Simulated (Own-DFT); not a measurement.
## Calculated data, Al3GaN4 (wurtzite random alloy, strained, atoms displaced)

All values are calculated (Own-DFT development build). A calculation, not a measurement: plane-wave PBE density functional theory by an unreviewed code, no spin, of a simulated periodic cell, stress positive in tension, free energy of the whole cell less one offset for each atom, forces on such cells passed a denser k mesh, this cell's mesh not checked; offsets are fitted by least squares, one for each functional and potential file, so energies compare only between cells with the same atoms and settings and are not formation energies; the far tail of each file's local potential was reset to the Coulomb form; each entry is a single point on an unrelaxed cell, so the pressure reflects the starting lattice, mostly measured values, from which strain is counted, and rises with the displacements; printed positions are rounded, which can move forces by about a meV/angstrom; the program is a retired in-house code; no spin-orbit coupling.

Common to all runs: functional PBE; potential files PseudoDojo norm-conserving, scalar-relativistic, standard set; wave cutoff 42 hartree; occupations Fermi-Dirac; smearing width 0.1 eV; k mesh 4 x 4 x 3 centred on Gamma.

(1) Al3GaN4 (wurtzite random alloy, strained, atoms displaced)

```
Al3GaN4
1.0
      9.4172     0.0000     0.0000
     -4.7086     8.1556     0.0000
      0.0000     0.0000    10.0655
Al N Al Ga N Al N Al Ga N Ga Al N Al N Al N Ga Al N Al N Al Ga N Al N Al N Al N Al N Ga Al N Al N Ga Al N Ga N
2 2 1 1 2 2 2 1 1 2 1 1 2 2 2 2 2 1 1 2 2 2 1 1 2 2 2 2 2 2 2 2 2 1 1 2 2 2 1 1 2 2 2
Direct
  0.09540 0.20407 0.98616
  0.22474 0.11592 0.25545
  0.10989 0.23431 0.18985
  0.22717 0.11232 0.44543
  0.10523 0.21969 0.50037
  0.23243 0.11606 0.74859
  0.10614 0.21816 0.69590
  0.21885 0.10530 0.93644
  0.11406 0.55527 0.99339
  0.22228 0.44335 0.25813
  0.11061 0.56120 0.19904
  0.22202 0.44312 0.43945
  0.10468 0.54760 0.49725
  0.23028 0.45494 0.73621
  0.09997 0.54797 0.68847
  0.22795 0.43433 0.93927
  0.11699 0.89530 0.00051
  0.23122 0.78620 0.24583
  0.11573 0.88978 0.18807
  0.22540 0.77901 0.44070
  0.12354 0.89671 0.50236
  0.21864 0.77087 0.74595
  0.10004 0.88797 0.69307
  0.21478 0.78542 0.93940
  0.45816 0.22713 0.00538
  0.56227 0.10961 0.25300
  0.44953 0.22217 0.19535
  0.54709 0.10091 0.44152
  0.44604 0.21970 0.50408
  0.55848 0.11403 0.75864
  0.44413 0.22213 0.69133
  0.55253 0.10129 0.94316
  0.44145 0.55924 0.00082
  0.54724 0.44116 0.24900
  0.45149 0.56158 0.19022
  0.55825 0.44698 0.43887
  0.44320 0.55122 0.50030
  0.55675 0.45095 0.74913
  0.44277 0.56020 0.68793
  0.56049 0.44181 0.94453
  0.43597 0.88233 0.00349
  0.54848 0.77954 0.25325
  0.46147 0.88428 0.19586
  0.56229 0.78372 0.43845
  0.45577 0.89275 0.51039
  0.55923 0.77561 0.75651
  0.44558 0.88147 0.68679
  0.55999 0.77635 0.93615
  0.77586 0.21563 0.00349
  0.89500 0.10771 0.25134
  0.78327 0.22018 0.19106
  0.88501 0.10728 0.44205
  0.78239 0.22489 0.50509
  0.87798 0.11018 0.75024
  0.77666 0.22800 0.69141
  0.88887 0.10286 0.94733
  0.77694 0.55550 0.00072
  0.88580 0.43758 0.24819
  0.77394 0.55196 0.18995
  0.88371 0.43918 0.44623
  0.78123 0.55601 0.49943
  0.88490 0.43320 0.74170
  0.78585 0.55828 0.70013
  0.88997 0.45543 0.93059
  0.78406 0.89353 0.99452
  0.89613 0.77538 0.25083
  0.79144 0.89808 0.18554
  0.88680 0.77592 0.43486
  0.77045 0.87318 0.50131
  0.87987 0.76457 0.75214
  0.77805 0.88350 0.69681
  0.88940 0.78074 0.94685
```

- free energy of cell above offsets: -16.324 eV
- pressure: 5.59 GPa
- stress xx: -5.15 GPa
- stress yy: -6.18 GPa
- stress zz: -5.43 GPa
- stress yz: -0.09 GPa
- stress xz: 0 GPa
- stress xy: 0.04 GPa

Force:
| element | x (eV/Å) | y (eV/Å) | z (eV/Å) |
| --- | --- | --- | --- |
| Al | 3.08 | 2.998 | 1.865 |
| Al | -0.339 | -0.248 | -0.921 |
| N | 1.604 | -1.529 | -0.156 |
| N | -1.778 | 0.11 | -0.884 |
| Al | 0.557 | -0.449 | 0.585 |
| Ga | -2.111 | -1.457 | 0.421 |
| N | -0.952 | 0.403 | -1.304 |
| N | 0.89 | 2.558 | 1.199 |
| Al | -0.4 | -0.441 | 0.785 |
| Al | -0.289 | 1.087 | -2.098 |
| N | 0.7 | -0.409 | -1.16 |
| N | 0.083 | -0.24 | 1.38 |
| Al | 0.172 | 1.605 | -0.333 |
| Ga | -1.386 | -2.411 | 2.208 |
| N | 0.385 | 1.211 | -0.799 |
| N | -1.751 | 0.913 | -0.083 |
| Ga | -1.961 | -0.511 | 0.259 |
| Al | -0.068 | -0.786 | 1.248 |
| N | 0.276 | 0.909 | 1.862 |
| N | 0.408 | -0.198 | 0.298 |
| Al | -1.036 | -1.548 | 0.176 |
| Al | -0.95 | 0.949 | -0.011 |
| N | 2.63 | -0.275 | -1.247 |
| N | 3.888 | -2.348 | -0.889 |
| Al | -1.744 | -0.83 | -0.245 |
| Al | -0.144 | -0.004 | 0.175 |
| N | -0.163 | -0.676 | -0.382 |
| N | 1.861 | 1.188 | -0.045 |
| Ga | 0.37 | 0.739 | -0.793 |
| Al | -0.63 | -0.911 | -1.178 |
| N | 2.28 | 0.518 | 0.62 |
| N | 0.234 | 0.758 | 0.4 |
| Al | 1.295 | -0.875 | 0.284 |
| Al | 1.343 | 0.976 | 0.109 |
| N | -1.169 | -0.545 | 0.346 |
| N | -0.11 | 0.242 | 0.417 |
| Al | 0.124 | 0.991 | -0.789 |
| Ga | 0.497 | -0.646 | 0.773 |
| N | 1.88 | 1.122 | -1.031 |
| N | -2.223 | -0.216 | -0.383 |
| Al | 1.064 | -0.151 | -0.33 |
| Al | 5.385 | -1.685 | 0.672 |
| N | -5.271 | 2.556 | -2.445 |
| N | -2.068 | -2.045 | 0.184 |
| Al | -0.96 | -1.212 | -2.332 |
| Al | -0.462 | 0.414 | -1.326 |
| N | -0.373 | 0.803 | 2.62 |
| N | -2.015 | -0.415 | 1.036 |
| Al | 0.328 | 1.07 | -0.237 |
| Al | -0.589 | 0.287 | 0.044 |
| N | -0.613 | -0.187 | 0.046 |
| N | 0.122 | 0.791 | 0.163 |
| Al | -0.729 | -1.458 | -1.205 |
| Al | 1.938 | -0.537 | 0.119 |
| N | -0.061 | -2.725 | -0.113 |
| N | -3.143 | 2.746 | -2.985 |
| Ga | 0.476 | 0.957 | 0.392 |
| Al | -0.278 | 1.077 | 0.228 |
| N | 0.444 | -0.283 | 1.614 |
| N | 0.232 | 0.113 | -0.791 |
| Al | -0.504 | 0.32 | 0.198 |
| Al | -0.587 | 2.759 | 2 |
| N | -0.398 | -3.182 | -3.161 |
| N | 2.21 | -2.535 | 0.625 |
| Ga | -0.521 | -2.534 | 1.949 |
| Al | -1.186 | 0.119 | -1.122 |
| N | -0.538 | -1.531 | 1.665 |
| N | 2.078 | -0.439 | 0.778 |
| Ga | 0.907 | 1.842 | 0.576 |
| Ga | 0.707 | 3.017 | 1.614 |
| N | -1.703 | 0.971 | -0.219 |
| N | 0.755 | -0.647 | -0.935 |

(2) Al3GaN4 (wurtzite random alloy, strained, atoms displaced)

```
Al3GaN4
1.0
      9.4172     0.0000     0.0000
     -4.7086     8.1556     0.0000
      0.0000     0.0000    10.0655
Al N Al Ga N Al Ga N Al N Al N Al N Ga N Al N Al N Ga Al N Al N Al N Al Ga N Al N Al N Al N Al Ga N Ga N
2 2 1 1 2 1 1 2 2 2 2 2 2 2 2 2 2 2 2 2 1 1 2 2 2 2 2 1 1 2 2 2 2 2 2 2 1 1 2 2 2
Direct
  0.12303 0.22782 0.00009
  0.22339 0.11599 0.25742
  0.11119 0.21759 0.19687
  0.23145 0.12658 0.43873
  0.11427 0.21850 0.49703
  0.22490 0.11013 0.74811
  0.11572 0.22310 0.68534
  0.21379 0.10735 0.94324
  0.10268 0.55189 0.99665
  0.22439 0.44682 0.24856
  0.12350 0.55537 0.19403
  0.22438 0.44629 0.44146
  0.10841 0.54936 0.49285
  0.22219 0.44287 0.75263
  0.11204 0.55297 0.68500
  0.21966 0.43999 0.93976
  0.10799 0.88150 0.00428
  0.22148 0.77311 0.24622
  0.11285 0.90508 0.19273
  0.21995 0.77641 0.43924
  0.10733 0.88672 0.50542
  0.22711 0.76901 0.75116
  0.10862 0.89111 0.68577
  0.22598 0.78512 0.94580
  0.44154 0.22603 0.00413
  0.55328 0.10437 0.25260
  0.43869 0.21849 0.19007
  0.54674 0.10555 0.44499
  0.43752 0.22551 0.50280
  0.54315 0.10013 0.75039
  0.44666 0.21535 0.69285
  0.56390 0.11294 0.93963
  0.44564 0.56420 0.00318
  0.55335 0.44687 0.25051
  0.44313 0.55297 0.19227
  0.54667 0.44241 0.43931
  0.44526 0.55545 0.50245
  0.55812 0.44382 0.74387
  0.43860 0.55732 0.69475
  0.56435 0.44815 0.94036
  0.44285 0.88157 0.00292
  0.55356 0.77530 0.24783
  0.44461 0.88473 0.18451
  0.55194 0.76885 0.44541
  0.44662 0.89217 0.50500
  0.55675 0.78031 0.74674
  0.45086 0.88998 0.69204
  0.55930 0.78470 0.93623
  0.78772 0.23162 0.00525
  0.88529 0.10566 0.25089
  0.77760 0.21512 0.18844
  0.89982 0.11359 0.43769
  0.78047 0.22148 0.49614
  0.89110 0.11527 0.75963
  0.77894 0.21665 0.68659
  0.88989 0.10961 0.93558
  0.77761 0.55402 0.99586
  0.88358 0.44419 0.25478
  0.77248 0.55291 0.18866
  0.88912 0.45245 0.43886
  0.77414 0.55363 0.49598
  0.89244 0.44907 0.74552
  0.77658 0.55096 0.69179
  0.89613 0.45468 0.93826
  0.78565 0.89054 0.00487
  0.89566 0.78246 0.24536
  0.78262 0.89204 0.19361
  0.89455 0.78481 0.44142
  0.77912 0.88727 0.50364
  0.88647 0.78241 0.74780
  0.77520 0.88873 0.68216
  0.88888 0.78166 0.93789
```

* free energy of cell above offsets: -18.543 eV
* pressure: 4.97 GPa
* stress xx: -5.21 GPa
* stress yy: -3.2 GPa
* stress zz: -6.5 GPa
* stress yz: -0.18 GPa
* stress xz: -0.27 GPa
* stress xy: 0.47 GPa

Force:
| element | x (eV/Å) | y (eV/Å) | z (eV/Å) |
| --- | --- | --- | --- |
| Al | -1.505 | -1.273 | 0.896 |
| Al | 0.276 | 0.231 | -0.827 |
| N | 0.196 | 0.702 | -1.813 |
| N | -0.019 | -2.401 | 0.713 |
| Al | -0.834 | 1.427 | 0.548 |
| Ga | -0.735 | 0.127 | 0.904 |
| N | -1.126 | 0.29 | 0.556 |
| N | 0.831 | -0.562 | -0.178 |
| Al | 2.151 | 1.037 | 1.013 |
| Ga | 0.947 | -1.855 | 1.252 |
| N | -4.196 | 0.692 | -1.778 |
| N | -0.886 | -0.981 | 0.228 |
| Al | 0.383 | 1.111 | 0.608 |
| Al | -0.171 | -0.553 | -0.838 |
| N | -0.062 | 0.145 | 0.637 |
| N | -0.106 | 1.443 | 0.365 |
| Al | -0.638 | 1.768 | -0.382 |
| Al | -0.324 | 1.273 | 0.834 |
| N | 2.388 | -1.756 | -0.82 |
| N | 0.199 | 0.279 | 0.063 |
| Al | 0.958 | 0.616 | -1.611 |
| Al | -1.193 | 1.006 | -0.315 |
| N | 1.735 | -1.246 | 0.825 |
| N | 0.107 | -1.697 | -0.901 |
| Ga | 0.956 | -0.843 | -1.154 |
| Ga | -0.679 | 0.48 | -0.35 |
| N | 0.183 | 1.02 | 1.625 |
| N | 0.794 | 1.234 | 0.234 |
| Al | 1.651 | -0.309 | 0.091 |
| Al | 2.156 | 1.739 | 0.914 |
| N | -0.263 | 1.584 | -1.04 |
| N | -0.324 | -0.45 | 0.31 |
| Al | 0.858 | -0.733 | -1.045 |
| Al | 0.243 | -0.983 | -0.23 |
| N | 1.069 | 1.255 | -1.055 |
| N | 2.377 | -0.232 | -0.123 |
| Ga | -1.11 | -0.493 | 0.628 |
| Al | -0.733 | -0.226 | 1.308 |
| N | 1.393 | -0.263 | 0.65 |
| N | -1.714 | 0.602 | -0.719 |
| Al | 0.275 | 2.063 | -1.138 |
| Al | 0.446 | 0.148 | 0.973 |
| N | -0.135 | -0.939 | 1.11 |
| N | -0.926 | 2.567 | -1.776 |
| Al | -0.197 | -1.421 | -0.743 |
| Al | 0.716 | -0.311 | 0.46 |
| N | -1.282 | -1.062 | -0.247 |
| N | 0.559 | -0.808 | 0.755 |
| Al | -0.585 | -1.342 | -1.694 |
| Ga | 0.939 | 1.149 | 0.19 |
| N | -0.79 | 2.154 | 0.457 |
| N | -1.629 | 0.335 | 0.997 |
| Al | -0.068 | -0.294 | 0.714 |
| Al | 0.243 | -0.301 | -2.914 |
| N | -0.67 | 0.845 | 0.302 |
| N | 0.346 | 0.734 | 2.585 |
| Al | -0.162 | 0.751 | 0.32 |
| Al | 0.835 | -0.18 | -1.179 |
| N | 0.747 | -0.355 | -0.176 |
| N | 0.149 | -1.44 | 0.07 |
| Al | -0.378 | 0.877 | 0.579 |
| Al | 0.144 | -1.39 | -0.065 |
| N | -0.216 | 0.141 | -1.234 |
| N | -0.67 | -1.205 | -0.188 |
| Al | -1.176 | 0.487 | -0.718 |
| Ga | -0.527 | -0.727 | 1.273 |
| N | -1.606 | -1.969 | -1.346 |
| N | 0.489 | -1.781 | -0.069 |
| Ga | -0.472 | 0.584 | -2.028 |
| Ga | 0.376 | -0.495 | -0.027 |
| N | -0.666 | 0.798 | 3.304 |
| N | 0.659 | -0.819 | 1.428 |

(3) Al3GaN4 (wurtzite random alloy, strained, atoms displaced)

```
Al3GaN4
1.0
      9.4172     0.0000     0.0000
     -4.7086     8.1556     0.0000
      0.0000     0.0000    10.0655
Ga Al N Al N Al Ga N Al N Ga Al N Ga Al N Al N Al N Al Ga N Al N Al N Al Ga N Al N Al N Al Ga N Ga Al N Ga Al N Al N
1 1 2 2 2 1 1 2 2 2 1 1 2 1 1 2 2 2 2 2 1 1 2 2 2 2 2 1 1 2 2 2 2 2 1 1 2 1 1 2 1 1 2 2 2
Direct
  0.10902 0.21743 0.00106
  0.21799 0.09916 0.25370
  0.09818 0.21935 0.18702
  0.21544 0.10669 0.44965
  0.10780 0.22031 0.50288
  0.22685 0.11832 0.74924
  0.11637 0.22556 0.68952
  0.21878 0.10525 0.93133
  0.11034 0.54966 0.99310
  0.21359 0.44588 0.25799
  0.11587 0.55386 0.19269
  0.21509 0.44040 0.44511
  0.11695 0.56240 0.50682
  0.22261 0.44681 0.74369
  0.10589 0.55323 0.68997
  0.21130 0.43801 0.94082
  0.11138 0.89328 0.99591
  0.22374 0.77592 0.25060
  0.10879 0.87948 0.19039
  0.21793 0.78268 0.44107
  0.10628 0.89108 0.50393
  0.22375 0.78323 0.76279
  0.11433 0.89476 0.69005
  0.21824 0.77080 0.93211
  0.44904 0.22886 0.00216
  0.54331 0.10507 0.25484
  0.43976 0.22009 0.19506
  0.54623 0.10923 0.44809
  0.44659 0.22047 0.49686
  0.56256 0.12277 0.75141
  0.43669 0.21584 0.69631
  0.56045 0.11984 0.94119
  0.45316 0.55463 0.00194
  0.57032 0.45582 0.24557
  0.44858 0.55309 0.19736
  0.55407 0.44011 0.44178
  0.44941 0.55916 0.50240
  0.54923 0.44820 0.74791
  0.44846 0.55290 0.69140
  0.55832 0.44614 0.93424
  0.44682 0.88445 0.99528
  0.55068 0.77603 0.25259
  0.44902 0.89731 0.19074
  0.56101 0.78031 0.44477
  0.43776 0.88645 0.49520
  0.55268 0.77532 0.74642
  0.44013 0.88647 0.68859
  0.55326 0.77447 0.93905
  0.78166 0.22325 0.00094
  0.88078 0.10990 0.25663
  0.78353 0.22825 0.19024
  0.88198 0.10865 0.43969
  0.79325 0.22001 0.49822
  0.90315 0.11034 0.75085
  0.77569 0.21447 0.69181
  0.89516 0.11538 0.94260
  0.76679 0.54560 0.99879
  0.88963 0.45040 0.25371
  0.77915 0.55415 0.19953
  0.88840 0.45051 0.44075
  0.76974 0.55579 0.49658
  0.89238 0.44244 0.74949
  0.77695 0.55404 0.68917
  0.88820 0.44802 0.94169
  0.77730 0.89519 0.99890
  0.89567 0.77972 0.25140
  0.78071 0.88542 0.19790
  0.88529 0.77577 0.44713
  0.77873 0.88934 0.50592
  0.88514 0.77823 0.74957
  0.78168 0.89264 0.69077
  0.88706 0.77460 0.93389
```

* free energy of cell above offsets: -17.882 eV
* pressure: 5.2 GPa
* stress xx: -5.84 GPa
* stress yy: -4.09 GPa
* stress zz: -5.68 GPa
* stress yz: 0.54 GPa
* stress xz: 0.1 GPa
* stress xy: 1.02 GPa

Force:
| element | x (eV/Å) | y (eV/Å) | z (eV/Å) |
| --- | --- | --- | --- |
| Ga | 0.87 | 0.577 | 0.286 |
| Al | -1.212 | 1.427 | 0.059 |
| N | 1.519 | -0.918 | 2.304 |
| N | 0.263 | 2.081 | -1.971 |
| Al | 0.266 | -0.021 | -0.5 |
| Al | -0.317 | -1.461 | -0.561 |
| N | -0.229 | 0.152 | -0.12 |
| N | 1.07 | 1.987 | 1.15 |
| Al | -0.831 | 0.583 | 1.298 |
| Ga | 2.173 | -1.587 | -0.807 |
| N | -1.562 | 2.134 | -1.771 |
| N | 0.725 | 0.772 | 1.551 |
| Al | -1.301 | -0.234 | -1.01 |
| Al | -0.171 | -0.069 | 1.058 |
| N | 1.059 | 0.814 | 0.67 |
| N | 2.267 | 1.377 | -1.255 |
| Ga | 0.087 | -1.526 | 0.259 |
| Al | -0.1 | -0.239 | -0.025 |
| N | 0.323 | 0.802 | 0.375 |
| N | 1.552 | -1.191 | -0.867 |
| Ga | 0.411 | -0.939 | 0.503 |
| Al | -0.314 | -0.019 | -4.762 |
| N | -0.348 | -0.591 | 2.015 |
| N | 1.087 | 0.238 | 3.923 |
| Al | -0.44 | -1.328 | -0.268 |
| Al | 1.342 | 1.934 | 0.084 |
| N | -0.092 | -0.323 | -0.89 |
| N | 2.168 | -0.312 | -1.409 |
| Al | -1.438 | 0.293 | 1.398 |
| Al | -0.346 | -1.554 | -0.329 |
| N | 1.153 | 1.952 | -1.147 |
| N | 0.171 | -1.053 | 0.239 |
| Al | -1.947 | -0.193 | 0.274 |
| Ga | -2.218 | -2.525 | 1.975 |
| N | -1.443 | 1.25 | -1.564 |
| N | -1.898 | -0.305 | 0.013 |
| Al | -0.232 | -0.861 | -0.71 |
| Al | 2.784 | -1.509 | -0.245 |
| N | -1.951 | -0.092 | -0.939 |
| N | -0.953 | -0.518 | 1.055 |
| Al | -1.142 | 1.064 | 0.276 |
| Al | 1.116 | 0.326 | 0.029 |
| N | 0.024 | -1.955 | -0.455 |
| N | -1.089 | -0.357 | -0.406 |
| Al | 0.388 | 0.39 | 1.363 |
| Ga | -0.103 | 1.062 | 0.061 |
| N | -0.48 | 0.673 | 0.197 |
| N | -0.271 | -0.478 | 0.725 |
| Al | -0.246 | 0.411 | 0.132 |
| Al | 0.674 | -0.094 | -1.58 |
| N | -1.167 | -1.641 | 0.25 |
| N | 2.426 | -0.809 | 0.353 |
| Al | -4.165 | 1.719 | 1.268 |
| Al | -2.043 | 0.206 | 0.42 |
| N | 1.326 | 0.956 | -0.33 |
| N | -1.791 | -0.328 | -1.603 |
| Al | 1.746 | 1.908 | 0.147 |
| Ga | 1.533 | -0.98 | -0.088 |
| N | 0.783 | 2.579 | -3.025 |
| N | 1.778 | -1.15 | 1.36 |
| Ga | 1.351 | -0.393 | 1.31 |
| Al | -1.433 | -0.259 | -0.055 |
| N | -0.372 | -0.104 | 1.27 |
| N | 0.217 | -0.67 | -0.195 |
| Ga | 0.95 | -0.931 | 0.768 |
| Al | -0.993 | -0.385 | 0.653 |
| N | -0.986 | 0.199 | -0.108 |
| N | -0.887 | 1.232 | -1.789 |
| Al | -0.021 | -0.076 | -0.752 |
| Al | 1.216 | -0.45 | -0.609 |
| N | 0.364 | 0.082 | 0.047 |
| N | -0.648 | -0.753 | 1.029 |
